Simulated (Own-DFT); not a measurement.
# Strain and stress in 4H SiC, 72 atoms (C36Si36)

These are calculations, not measurements. They come from Own-DFT, an in-house plane-wave density functional program, since retired, whose code no person has reviewed. Each row is one single-point run on a periodic cell that was not relaxed, without spin or spin-orbit coupling.

Settings of every run: PBE; PseudoDojo norm-conserving scalar-relativistic files; cutoff 42 hartree; 4 x 4 x 3 k mesh centred on Gamma; Fermi-Dirac smearing of 0.1 eV.

Known limits: forces on such cells passed a denser k mesh, each cell not checked; stress not checked against mesh or cutoff.

Unstrained cell vectors in Å: (9.248, 0.000, 0.000); (-4.624, 8.009, 0.000); (0.000, 0.000, 10.068). The unstrained cell has measured lattice constants (interpolated for alloys), not those of this functional. That, the random moves and any unrelaxed bonds set the pressure at no strain. Each run strains this cell uniformly, with the atoms carried along. Every atom was also moved at random, by a Gaussian of width 0.05 Å on each axis. Strain is the symmetric tensor, in per cent. Stress is positive in tension, and the pressure is minus a third of its trace.

| run | e_xx (%) | e_yy (%) | e_zz (%) | e_yz (%) | e_xz (%) | e_xy (%) | s_xx (GPa) | s_yy (GPa) | s_zz (GPa) | s_yz (GPa) | s_xz (GPa) | s_xy (GPa) | P (GPa) | E (meV/atom) |
|---|---|---|---|---|---|---|---|---|---|---|---|---|---|---|
| 1 | 0.56 | 0.34 | -0.13 | 0.41 | 1.70 | -1.82 | -2.01 | -2.89 | -6.21 | 1.39 | 5.83 | -7.78 | 3.70 | 11.8 |
| 2 | 1.30 | 0.50 | 1.82 | -0.76 | -1.14 | 1.43 | 2.66 | -0.07 | 4.27 | -2.18 | -4.20 | 6.00 | -2.29 | 5.8 |
| 3 | 1.58 | -1.82 | -0.59 | 0.44 | 1.85 | -1.73 | 1.50 | -13.36 | -11.16 | 1.12 | 6.49 | -7.94 | 7.67 | 28.9 |
| 4 | 1.55 | -1.20 | 0.19 | 1.69 | -1.93 | 0.90 | 2.06 | -9.58 | -4.42 | 5.40 | -6.73 | 3.18 | 3.98 | 4.0 |
| 5 | -0.92 | -0.42 | -0.33 | 0.45 | 0.62 | -0.99 | -8.28 | -9.61 | -9.26 | 1.71 | 2.66 | -4.47 | 9.05 | 12.3 |
| 6 | 1.83 | 0.60 | -1.34 | -0.62 | -1.34 | 1.95 | 5.21 | -1.85 | -12.48 | -1.27 | -4.27 | 7.98 | 3.04 | 19.3 |
| 7 | -0.02 | 0.51 | 0.43 | 1.36 | 0.59 | 1.24 | -3.07 | -3.67 | -2.92 | 4.92 | 2.46 | 5.87 | 3.22 | 3.8 |
| 8 | -0.95 | 0.25 | -0.62 | -1.29 | 0.58 | -0.95 | -9.63 | -5.01 | -9.12 | -4.75 | 2.26 | -4.68 | 7.92 | 7.4 |
| 9 | 0.15 | -0.32 | -0.85 | -1.48 | -0.78 | 0.51 | -2.01 | -9.17 | -12.29 | -5.98 | -3.37 | 1.69 | 7.82 | 15.5 |
| 10 | 0.03 | 0.94 | 1.84 | 1.25 | -0.37 | 0.60 | -4.10 | 0.85 | 4.69 | 3.74 | -0.66 | 1.62 | -0.48 | 15.5 |
| 11 | -0.34 | 0.74 | -0.22 | -1.04 | 1.07 | 0.20 | -5.22 | -0.53 | -9.19 | -3.86 | 3.08 | 0.90 | 4.98 | 17.1 |
| 12 | 1.99 | 1.77 | 1.64 | 0.29 | 0.06 | 1.40 | 7.35 | 5.94 | 4.03 | 0.43 | 0.47 | 5.82 | -5.77 | 4.8 |
| 13 | -1.75 | 1.68 | -1.28 | 1.42 | -1.94 | -0.77 | -16.87 | 0.79 | -11.78 | 4.59 | -5.89 | -4.62 | 9.28 | 50.7 |
| 14 | -0.81 | -0.49 | 0.78 | -0.46 | -0.87 | 1.97 | -8.96 | -9.51 | -1.38 | -2.32 | -2.87 | 7.76 | 6.62 | 21.0 |
| 15 | -0.36 | 1.64 | -0.36 | -0.91 | -0.20 | -1.88 | -6.15 | 3.47 | -9.53 | -3.09 | -0.84 | -8.63 | 4.07 | 35.4 |
| 16 | 0.86 | 0.32 | 1.92 | 0.83 | -0.55 | -1.31 | 1.99 | -2.61 | 5.76 | 3.48 | -1.27 | -4.95 | -1.71 | 0.0 |
| 17 | 1.06 | -1.60 | -0.37 | -1.05 | 1.85 | 0.83 | ? | ? | ? | ? | ? | ? | ? | ? |

E is the free energy for each atom above the lowest run shown.

## Worked fit

Each stress component was fitted by least squares to a constant and the strains of the runs shown, as fractions, with shears doubled. Shear strains stay in the fit of a normal stress only where such slopes are resolved. The slopes, in GPa:

```
stress,at no strain,per e_xx,per e_yy,per e_zz,scatter
s_xx,-4.6,530 ± 36,24 ± 39,52 ± 36,1.44
s_yy,-5.6,103 ± 24,535 ± 26,50 ± 24,0.97
s_zz,-6.3,14 ± 29,40 ± 32,579 ± 29,1.17
```

Each shear stress against twice its own strain: yz 173 ± 8, xz 172 ± 5, xy 215 ± 6 GPa. These are stiffnesses along x, y and z of the frame in which the cell vectors are given, which need not be the crystal's axes. The atoms are held to the strained lattice; where symmetry lets them move under strain, relaxing them would lower some slopes. The table should be nearly symmetric about its diagonal, and what it lacks of that shows the noise. A ninth of its sum, 214 ± 5 GPa, estimates the bulk modulus near the mean pressure of these runs, 3.8 GPa, so it lies above the value at zero pressure.

## Withheld run

Question: what normal stresses and pressure should run 17 give?

The fit gives s_xx = 0.5, s_yy = -13.3, s_zz = -8.9 and P = 7.2 GPa. The calculation gave -1.95, -11.89, -8.69 and P = 7.51 GPa.
